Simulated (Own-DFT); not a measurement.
# Biaxial strain at fixed height in wurtzite AlGaN with randomly placed atoms, 72 atoms (Al27Ga9N36)

Everything here is calculated. The program is Own-DFT (plane waves, in-house, since retired, never reviewed by a person); positions were held fixed, and spin and spin-orbit coupling were off.

Settings: PBE; PseudoDojo norm-conserving scalar-relativistic files; cutoff 42 hartree; 4 x 4 x 3 k mesh centred on Gamma; Fermi-Dirac smearing of 0.1 eV.

Keep in mind: forces on such cells passed a denser k mesh, each cell not checked; stress not checked against mesh or cutoff.

Unstrained cell vectors in Å: (9.394, 0.000, 0.000); (-4.697, 8.135, 0.000); (0.000, 0.000, 10.066). The unstrained cell has measured lattice constants (interpolated for alloys), not those of this functional. That, the random moves and any unrelaxed bonds set the pressure at no strain. Each run strains x and y alike by e, as a substrate would, and holds the height along z. All atoms carry random offsets, Gaussian with a width of 0.05 Å per axis. The random placing of the alloy's atoms differs from row to row. Stress is positive in tension.

| e (%) | u (Å) | (s_xx + s_yy)/2 (GPa) | s_zz (GPa) |
|---|---|---|---|
| -2.75 | 0.053 | -24.84 | -11.31 |
| -2.25 | 0.047 | -20.89 | -11.09 |
| -0.75 | 0.052 | -10.89 | -8.56 |
| -0.25 | 0.049 | -7.77 | -7.37 |
| 0.50 | 0.052 | -4.43 | -4.84 |
| 0.75 | 0.053 | ? | ? |
| 1.75 | 0.051 | 3.01 | -6.10 |
| 2.00 | 0.052 | 3.45 | -5.24 |
| 2.50 | 0.055 | 5.70 | -4.00 |
| 2.75 | 0.049 | 7.33 | -3.57 |

## Working it out

With e as a fraction, the in-plane stress is -6.6 + 576 e - 2908 e² GPa (errors 7 and 483, scatter 0.41), and s_zz is -7.4 + 137 e GPa (slope ± 16, scatter 0.90). At e = 0 the first slope is C11 + C12 and the second 2 C13, both with the ions held to the strained lattice and at the cell's own pressure. The term in e² is negative: the layer stiffens under compression and softens under tension. A free layer would change its height as e changes, and the in-plane slope would drop by 2 C13²/C33 to the biaxial modulus. At fixed height, a misfit of 1 % moves the in-plane stress by about 5.8 GPa and s_zz by 1.4 GPa.

## The run left out

Question: what are the two stresses at e = 0.75 %?

Estimate: -2.5 and -6.4 GPa. The hidden result is -2.56 and -7.65 GPa.
